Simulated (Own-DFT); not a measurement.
# Computed records: AlGa$_{3}$N$_{4}$ (wurtzite random alloy, atoms displaced)

All values are calculated (Own-DFT development build). A calculation, not a measurement: plane-wave density functional theory by an unreviewed code, no spin, of a simulated periodic cell, stress positive in tension, run twice, with PBE and with PBEsol, both on files made for PBE, so the change isn't that of files made for PBEsol, forces on such cells passed a denser k mesh, this cell's mesh not checked; the far tail of each file's local potential was reset to the Coulomb form; each entry is a single point on an unrelaxed cell, so the pressure reflects the starting lattice, mostly measured values (interpolated for alloys), from which strain is counted, and rises with the displacements; printed positions are rounded, which can move forces by about a meV/angstrom; the program, named Own-DFT, is a retired in-house code; no spin-orbit coupling; stress was not checked against mesh or cutoff.

Settings shared by all entries: functional PBE, then PBEsol; potential files PseudoDojo norm-conserving, scalar-relativistic, standard set; wave cutoff 42 hartree; occupations Fermi-Dirac; smearing width 0.1 eV; k mesh 4 x 4 x 3 centred on Gamma.

(1) 
```cif
# cell vector a (Å): 9.5092 0.0000 0.0000
# cell vector b (Å): -4.7546 8.2353 0.0000
# cell vector c (Å): 0.0000 0.0000 10.2685
data_AlGa3N4
_symmetry_space_group_name_H-M 'P 1'
_symmetry_Int_Tables_number 1
_cell_length_a 9.5092
_cell_length_b 9.5093
_cell_length_c 10.2685
_cell_angle_alpha 90.000
_cell_angle_beta 90.000
_cell_angle_gamma 120.000
_cell_volume 804.14
loop_
_atom_site_label
_atom_site_type_symbol
_atom_site_fract_x
_atom_site_fract_y
_atom_site_fract_z
_atom_site_occupancy
Ga1 Ga 0.10831 0.22044 0.99547 1
Ga2 Ga 0.22248 0.11191 0.25381 1
N1 N 0.11665 0.22686 0.18423 1
N2 N 0.22124 0.10986 0.44203 1
Al1 Al 0.11184 0.22047 0.49645 1
Ga3 Ga 0.22540 0.11184 0.74685 1
N3 N 0.11015 0.22076 0.68272 1
N4 N 0.21722 0.11317 0.94182 1
Ga4 Ga 0.10933 0.55529 0.99706 1
Ga5 Ga 0.22837 0.44638 0.25540 1
N5 N 0.11365 0.55930 0.19104 1
N6 N 0.22391 0.44315 0.43919 1
Ga6 Ga 0.10838 0.55296 0.49999 1
Ga7 Ga 0.22318 0.45074 0.74868 1
N7 N 0.11501 0.55869 0.68740 1
N8 N 0.22604 0.44729 0.93861 1
Al2 Al 0.10847 0.88438 0.99719 1
Ga8 Ga 0.22132 0.77641 0.24779 1
N9 N 0.10837 0.88390 0.18957 1
N10 N 0.22128 0.77490 0.44577 1
Ga9 Ga 0.10819 0.88629 0.49860 1
Ga10 Ga 0.21730 0.77106 0.75129 1
N11 N 0.11207 0.88741 0.69287 1
N12 N 0.22331 0.77620 0.93432 1
Ga11 Ga 0.44839 0.22934 0.99981 1
Ga12 Ga 0.55503 0.11330 0.25271 1
N13 N 0.44493 0.22134 0.19044 1
N14 N 0.55894 0.11282 0.43793 1
Al3 Al 0.45340 0.22523 0.50085 1
Ga13 Ga 0.55793 0.11045 0.74609 1
N15 N 0.44405 0.22361 0.68704 1
N16 N 0.56105 0.10982 0.93674 1
Al4 Al 0.43817 0.55194 0.00250 1
Ga14 Ga 0.56632 0.45113 0.25070 1
N17 N 0.44041 0.55335 0.18812 1
N18 N 0.54787 0.44149 0.43976 1
Al5 Al 0.44174 0.55510 0.50210 1
Ga15 Ga 0.56329 0.44793 0.74531 1
N19 N 0.44388 0.55314 0.68511 1
N20 N 0.55570 0.44051 0.93681 1
Ga16 Ga 0.44188 0.88756 0.99733 1
Ga17 Ga 0.55376 0.77719 0.25216 1
N21 N 0.44512 0.89319 0.18741 1
N22 N 0.55738 0.78003 0.43744 1
Al6 Al 0.44817 0.89119 0.50072 1
Ga18 Ga 0.55563 0.78099 0.74369 1
N23 N 0.44619 0.89442 0.69016 1
N24 N 0.55727 0.77380 0.93892 1
Ga19 Ga 0.78088 0.22691 0.00128 1
Ga20 Ga 0.89021 0.11401 0.24616 1
N25 N 0.77509 0.21940 0.18774 1
N26 N 0.89155 0.10953 0.43666 1
Ga21 Ga 0.78015 0.22582 0.49692 1
Al7 Al 0.88683 0.09950 0.74783 1
N27 N 0.78363 0.22716 0.69421 1
N28 N 0.88473 0.11035 0.93747 1
Al8 Al 0.78054 0.55292 0.00010 1
Ga22 Ga 0.88734 0.44261 0.25040 1
N29 N 0.77644 0.54952 0.19068 1
N30 N 0.89265 0.44955 0.44140 1
Ga23 Ga 0.77791 0.55918 0.49960 1
Al9 Al 0.88452 0.44300 0.74987 1
N31 N 0.77170 0.54801 0.68751 1
N32 N 0.88596 0.44548 0.93850 1
Ga24 Ga 0.77375 0.89215 0.99607 1
Ga25 Ga 0.89158 0.78051 0.24635 1
N33 N 0.77636 0.89125 0.18232 1
N34 N 0.88516 0.77528 0.44451 1
Ga26 Ga 0.78325 0.89005 0.50064 1
Ga27 Ga 0.88722 0.77328 0.74650 1
N35 N 0.77799 0.88728 0.68100 1
N36 N 0.88363 0.78678 0.93658 1
_calc_PBE_pressure 6.2  # GPa
_calc_PBE_stress_xx -6.12  # GPa
_calc_PBE_stress_yy -6.16  # GPa
_calc_PBE_stress_zz -6.32  # GPa
_calc_PBE_stress_yz 0.17  # GPa
_calc_PBE_stress_xz 0.29  # GPa
_calc_PBE_stress_xy -0.31  # GPa
_calc_PBEsol_pressure 1.32  # GPa
_calc_PBEsol_stress_xx -1.21  # GPa
_calc_PBEsol_stress_yy -1.26  # GPa
_calc_PBEsol_stress_zz -1.49  # GPa
_calc_PBEsol_stress_yz 0.14  # GPa
_calc_PBEsol_stress_xz 0.29  # GPa
_calc_PBEsol_stress_xy -0.27  # GPa
_calc_rms_change_of_force_components_from_PBE_to_PBEsol 0.068  # eV/angstrom
```

Force:
```csv
force element,PBE force x (eV/Å),PBE force y (eV/Å),PBE force z (eV/Å),PBEsol force x (eV/Å),PBEsol force y (eV/Å),PBEsol force z (eV/Å)
Ga,-0.318,0.449,0.317,-0.302,0.439,0.317
Ga,0.04,-0.05,-0.662,0.042,-0.052,-0.645
N,-0.445,-0.349,0.695,-0.437,-0.346,0.686
N,0.585,0.769,0.273,0.597,0.607,0.166
Al,-0.082,0.199,0.406,-0.09,0.201,0.386
Ga,-0.64,0.171,0.637,-0.623,0.179,0.63
N,-0.744,-0.255,0.238,-0.609,-0.187,0.337
N,1.566,-1.485,-0.504,1.52,-1.312,-0.537
Ga,0.501,-0.142,0.722,0.502,-0.145,0.702
Ga,-0.939,-0.367,-0.869,-0.917,-0.353,-0.848
N,-0.038,-1.07,-0.541,-0.04,-1.038,-0.529
N,0.248,-0.367,1.07,0.111,-0.29,0.934
Ga,0.87,0.33,0.017,0.84,0.338,0.012
Ga,0.656,-1.328,0.071,0.646,-1.288,0.079
N,-1.689,-1.227,0.467,-1.537,-1.131,0.417
N,-0.204,0.023,-0.042,-0.361,-0.061,-0.106
Al,-0.426,0.904,-0.036,-0.42,0.901,-0.037
Ga,0.368,0.48,0.983,0.347,0.459,0.96
N,0.176,0.755,-1.277,0.169,0.729,-1.109
N,0.925,0.961,-0.79,0.774,0.862,-0.815
Ga,0.553,0.223,0.632,0.537,0.206,0.611
Ga,0.411,1.274,-0.782,0.415,1.244,-0.757
N,-0.314,-0.204,-0.642,-0.31,-0.204,-0.635
N,-1.376,0.391,1.219,-1.222,0.306,1.136
Ga,0.032,-1.76,0.045,0.028,-1.708,0.036
Ga,0.101,-0.368,-0.78,0.108,-0.354,-0.762
N,-0.214,0.592,0.005,-0.203,0.578,0.001
N,-0.767,-0.482,1.16,-0.616,-0.399,1.023
Al,-1.181,-0.468,-0.149,-1.161,-0.473,-0.166
Ga,-0.216,0.911,0.846,-0.21,0.882,0.847
N,0.77,-0.023,-0.877,0.75,-0.026,-0.704
N,-1.01,0.279,0.144,-0.987,0.273,0.142
Al,1.122,0.465,-0.54,1.13,0.456,-0.544
Ga,-1.946,-1.223,0.201,-1.892,-1.198,0.214
N,1.136,0.533,-0.678,1.103,0.524,-0.496
N,0.332,0.258,0.498,0.452,0.338,0.381
Al,0.211,0.192,-0.626,0.218,0.217,-0.646
Ga,-2.038,-1.094,1.075,-1.993,-1.075,1.057
N,0.038,0.614,-0.326,0.033,0.604,-0.152
N,-0.088,2.178,0.568,-0.088,1.987,0.477
Ga,0.86,0.326,0.146,0.851,0.325,0.138
Ga,0.061,0.317,-0.834,0.066,0.317,-0.804
N,0.029,-0.507,0.21,0.024,-0.502,0.204
N,-0.672,-0.641,1.263,-0.534,-0.57,1.131
Al,-0.391,-0.293,-0.096,-0.379,-0.283,-0.104
Ga,0.195,-0.663,0.906,0.193,-0.648,0.896
N,-0.108,-1.029,-1.462,-0.094,-1.001,-1.287
N,-1.232,-0.977,-0.453,-1.199,-0.796,-0.487
Ga,-0.226,-0.86,-0.485,-0.218,-0.854,-0.468
Ga,0.534,-0.282,0.109,0.507,-0.283,0.108
N,0.072,0.682,0.391,0.075,0.674,0.38
N,0.249,0.876,0.124,0.116,0.781,0.07
Ga,0.677,-0.317,0.887,0.65,-0.314,0.851
Al,-0.198,1.786,0.07,-0.199,1.772,0.078
N,0.787,-0.466,-0.677,0.651,-0.564,-0.759
N,0.29,0.534,-1.279,0.282,0.522,-1.097
Al,-1.417,0.795,-0.146,-1.421,0.801,-0.138
Ga,0.87,0.007,0.157,0.841,0.014,0.161
N,0.553,1.389,-1.56,0.532,1.347,-1.377
N,-0.74,-0.589,-0.555,-0.716,-0.583,-0.546
Ga,-0.322,-1.061,-0.126,-0.312,-1.024,-0.122
Al,0.84,0.09,-0.041,0.846,0.109,-0.04
N,2.183,0.95,0.006,1.988,1.008,-0.049
N,-0.091,0.776,-0.819,0.063,0.671,-0.709
Ga,-0.051,-0.068,0.454,-0.05,-0.063,0.447
Ga,-0.898,-0.315,0.445,-0.866,-0.308,0.448
N,0.329,-0.388,1.143,0.324,-0.377,1.115
N,0.555,0.31,-1.489,0.545,0.308,-1.446
Ga,-1.073,0.166,-1.189,-1.048,0.148,-1.161
Ga,-0.127,0.379,0.49,-0.143,0.38,0.474
N,0.018,0.381,1.751,0.018,0.207,1.643
N,2.479,-2,0.487,2.3,-1.904,0.387
```

(2) 
```cif
# cell vector a (Å): 9.5092 0.0000 0.0000
# cell vector b (Å): -4.7546 8.2353 0.0000
# cell vector c (Å): 0.0000 0.0000 10.2685
data_AlGa3N4
_symmetry_space_group_name_H-M 'P 1'
_symmetry_Int_Tables_number 1
_cell_length_a 9.5092
_cell_length_b 9.5093
_cell_length_c 10.2685
_cell_angle_alpha 90.000
_cell_angle_beta 90.000
_cell_angle_gamma 120.000
_cell_volume 804.14
loop_
_atom_site_label
_atom_site_type_symbol
_atom_site_fract_x
_atom_site_fract_y
_atom_site_fract_z
_atom_site_occupancy
Ga1 Ga 0.11574 0.22507 0.00175 1
Al1 Al 0.22823 0.11997 0.25351 1
N1 N 0.11392 0.22385 0.18536 1
N2 N 0.22032 0.10829 0.43913 1
Ga2 Ga 0.11191 0.22333 0.49872 1
Ga3 Ga 0.21946 0.10890 0.75086 1
N3 N 0.11706 0.22776 0.69113 1
N4 N 0.22220 0.11092 0.94264 1
Ga4 Ga 0.10730 0.55291 0.99609 1
Ga5 Ga 0.22441 0.44993 0.25212 1
N5 N 0.10713 0.54838 0.18461 1
N6 N 0.21955 0.44244 0.43807 1
Ga6 Ga 0.10487 0.55067 0.49773 1
Al2 Al 0.21769 0.44332 0.75104 1
N7 N 0.11103 0.55934 0.69180 1
N8 N 0.22635 0.44563 0.93997 1
Al3 Al 0.10580 0.88846 0.00059 1
Ga7 Ga 0.22361 0.77979 0.25237 1
N9 N 0.11100 0.89112 0.18594 1
N10 N 0.22035 0.78015 0.43897 1
Ga8 Ga 0.10788 0.88138 0.50104 1
Ga9 Ga 0.21876 0.77337 0.74874 1
N11 N 0.11238 0.88857 0.69192 1
N12 N 0.22132 0.77605 0.93816 1
Ga10 Ga 0.44388 0.21994 0.99947 1
Ga11 Ga 0.55997 0.10976 0.25241 1
N13 N 0.44294 0.21941 0.18129 1
N14 N 0.55260 0.11635 0.44259 1
Ga12 Ga 0.45003 0.22140 0.49928 1
Ga13 Ga 0.55169 0.11074 0.74937 1
N15 N 0.44062 0.21981 0.68984 1
N16 N 0.55211 0.11466 0.94035 1
Al4 Al 0.43712 0.55112 0.99965 1
Ga14 Ga 0.55628 0.44355 0.24545 1
N17 N 0.44095 0.55795 0.18954 1
N18 N 0.55958 0.44847 0.43892 1
Ga15 Ga 0.44399 0.55979 0.50010 1
Ga16 Ga 0.55493 0.44863 0.75078 1
N19 N 0.44234 0.55116 0.68886 1
N20 N 0.55120 0.44485 0.93084 1
Al5 Al 0.44171 0.88748 0.99495 1
Al6 Al 0.55438 0.77392 0.25198 1
N21 N 0.44257 0.88480 0.18510 1
N22 N 0.55827 0.77781 0.43640 1
Ga17 Ga 0.44802 0.89119 0.50224 1
Ga18 Ga 0.55392 0.77380 0.75187 1
N23 N 0.44216 0.88722 0.68316 1
N24 N 0.55950 0.77810 0.93672 1
Al7 Al 0.78058 0.22101 0.99389 1
Ga19 Ga 0.88160 0.10632 0.25118 1
N25 N 0.77639 0.22108 0.19384 1
N26 N 0.89097 0.10556 0.43757 1
Ga20 Ga 0.77962 0.22394 0.50680 1
Al8 Al 0.88828 0.11548 0.75205 1
N27 N 0.78270 0.22329 0.68457 1
N28 N 0.88876 0.10933 0.93846 1
Ga21 Ga 0.78127 0.55942 0.99913 1
Ga22 Ga 0.89171 0.44822 0.24586 1
N29 N 0.77370 0.55515 0.19074 1
N30 N 0.88237 0.44536 0.43891 1
Al9 Al 0.77609 0.55248 0.49897 1
Ga23 Ga 0.89146 0.44943 0.74874 1
N31 N 0.78439 0.55850 0.69422 1
N32 N 0.88333 0.44576 0.94018 1
Ga24 Ga 0.77859 0.89223 0.00212 1
Ga25 Ga 0.89110 0.77224 0.24861 1
N33 N 0.76936 0.88599 0.18796 1
N34 N 0.88618 0.78171 0.44264 1
Ga26 Ga 0.77817 0.88650 0.49739 1
Ga27 Ga 0.88799 0.77894 0.75133 1
N35 N 0.78312 0.88826 0.68921 1
N36 N 0.88878 0.77652 0.94019 1
_calc_PBE_pressure 6.32  # GPa
_calc_PBE_stress_xx -6.4  # GPa
_calc_PBE_stress_yy -5.32  # GPa
_calc_PBE_stress_zz -7.25  # GPa
_calc_PBE_stress_yz -0.03  # GPa
_calc_PBE_stress_xz 0.29  # GPa
_calc_PBE_stress_xy 0.57  # GPa
_calc_PBEsol_pressure 1.44  # GPa
_calc_PBEsol_stress_xx -1.51  # GPa
_calc_PBEsol_stress_yy -0.45  # GPa
_calc_PBEsol_stress_zz -2.37  # GPa
_calc_PBEsol_stress_yz -0.04  # GPa
_calc_PBEsol_stress_xz 0.27  # GPa
_calc_PBEsol_stress_xy 0.54  # GPa
_calc_rms_change_of_force_components_from_PBE_to_PBEsol 0.07  # eV/angstrom
```

Force:
```csv
force element,PBE force x (eV/Å),PBE force y (eV/Å),PBE force z (eV/Å),PBEsol force x (eV/Å),PBEsol force y (eV/Å),PBEsol force z (eV/Å)
Ga,-0.227,-0.349,-0.287,-0.221,-0.337,-0.266
Al,-0.369,-0.974,-0.712,-0.366,-0.975,-0.702
N,0.13,-0.399,1.558,0.008,-0.316,1.46
N,0.422,0.329,-0.682,0.409,0.323,-0.509
Ga,0.376,-0.616,0.461,0.375,-0.609,0.453
Ga,0.155,0.275,0.288,0.161,0.279,0.27
N,-1.621,-0.15,0.259,-1.47,-0.251,0.156
N,-0.235,-1.203,-0.441,-0.23,-1.021,-0.482
Ga,0.338,0.246,0.28,0.324,0.244,0.281
Ga,-0.181,-1.103,-0.59,-0.183,-1.084,-0.581
N,-0.068,1.26,0.415,-0.071,1.231,0.413
N,-0.074,0.609,0.345,-0.077,0.597,0.33
Ga,0.141,0.632,0.328,0.134,0.62,0.319
Al,0.735,0.324,-0.036,0.727,0.337,-0.036
N,1.243,-1.55,-0.62,1.081,-1.438,-0.651
N,-0.553,0.199,-1.2,-0.699,0.099,-1.092
Al,0.859,0.191,-0.165,0.858,0.171,-0.177
Ga,-0.211,-0.206,-0.97,-0.212,-0.196,-0.94
N,0.201,0.682,0.088,0.194,0.533,0.207
N,1.025,-0.896,0.088,0.992,-0.877,0.08
Ga,-0.719,1.201,0.336,-0.703,1.186,0.33
Ga,0.145,1.22,0.427,0.126,1.183,0.413
N,-0.242,-0.172,-0.393,-0.237,-0.171,-0.387
N,-0.292,0.931,0.509,-0.305,0.759,0.395
Ga,-0.643,0.891,-0.667,-0.619,0.871,-0.657
Ga,-1.062,-0.29,-0.411,-1.031,-0.267,-0.399
N,-0.244,0.013,2.131,-0.113,0.093,2.018
N,2.246,-1.214,-0.799,2.193,-1.188,-0.78
Ga,-2.396,0.971,0.721,-2.34,0.936,0.716
Ga,0.267,0.031,0.068,0.233,0.04,0.061
N,0.366,0.561,-0.246,0.367,0.541,-0.243
N,2.294,-1.281,-0.235,2.112,-1.18,-0.321
Al,1.199,0.922,0.082,1.212,0.919,0.094
Ga,-0.885,-0.388,0.641,-0.855,-0.377,0.632
N,0.876,0.414,-0.895,0.847,0.247,-0.784
N,0.072,-0.068,0.04,-0.068,-0.15,-0.021
Ga,0.446,-0.743,0.054,0.442,-0.725,0.058
Ga,0.801,-0.795,-0.938,0.786,-0.777,-0.893
N,-1.544,0.298,-0.027,-1.382,0.364,-0.071
N,-0.252,0.482,2.539,-0.131,0.401,2.423
Al,0.319,0.074,0.519,0.32,0.082,0.499
Al,-0.472,0.392,-0.733,-0.48,0.39,-0.712
N,0.831,-0.054,-0.069,0.695,0.012,0.037
N,-0.78,0.27,-0.545,-0.758,0.263,-0.361
Ga,-0.295,-0.189,-1.142,-0.296,-0.182,-1.097
Ga,0.306,0.469,-0.691,0.319,0.453,-0.677
N,0.405,-0.006,1.545,0.395,-0.003,1.504
N,-1.542,-0.566,1.044,-1.39,-0.488,0.924
Al,-0.91,0.085,1.075,-0.909,0.092,1.087
Ga,1.131,0.449,-0.35,1.098,0.445,-0.334
N,0.24,0.492,-1.995,0.231,0.468,-1.832
N,-1.034,0.948,0.463,-1.012,0.923,0.448
Ga,0.196,-0.437,-2.291,0.18,-0.418,-2.233
Al,1.091,-0.815,-0.569,1.104,-0.826,-0.575
N,-0.052,-0.283,2.357,-0.188,-0.192,2.228
N,-0.667,1.201,-0.711,-0.518,1.087,-0.591
Ga,-1.418,-0.575,0.062,-1.375,-0.556,0.042
Ga,-0.401,-0.86,0.556,-0.385,-0.852,0.553
N,0.775,-0.128,-0.805,0.763,-0.119,-0.791
N,0.269,0.106,0.004,0.427,0.019,-0.049
Al,-0.492,0.998,0.649,-0.489,1.01,0.667
Ga,-0.117,-0.688,0.496,-0.134,-0.641,0.487
N,-1.118,-0.335,-1.987,-1.085,-0.324,-1.818
N,1.098,-1.547,-0.161,1.079,-1.355,-0.204
Ga,0.142,-0.737,-0.195,0.145,-0.725,-0.197
Ga,-0.884,1.356,0.544,-0.859,1.328,0.532
N,0.402,-0.554,0.7,0.526,-0.447,0.619
N,1.397,-2.236,-0.738,1.366,-2.055,-0.763
Ga,-0.488,0.475,1.001,-0.462,0.462,0.981
Ga,0.57,0.026,0.11,0.55,0.009,0.112
N,-1.372,1.349,0.168,-1.332,1.18,0.121
N,0.351,1.035,0.343,0.204,0.926,0.28
```
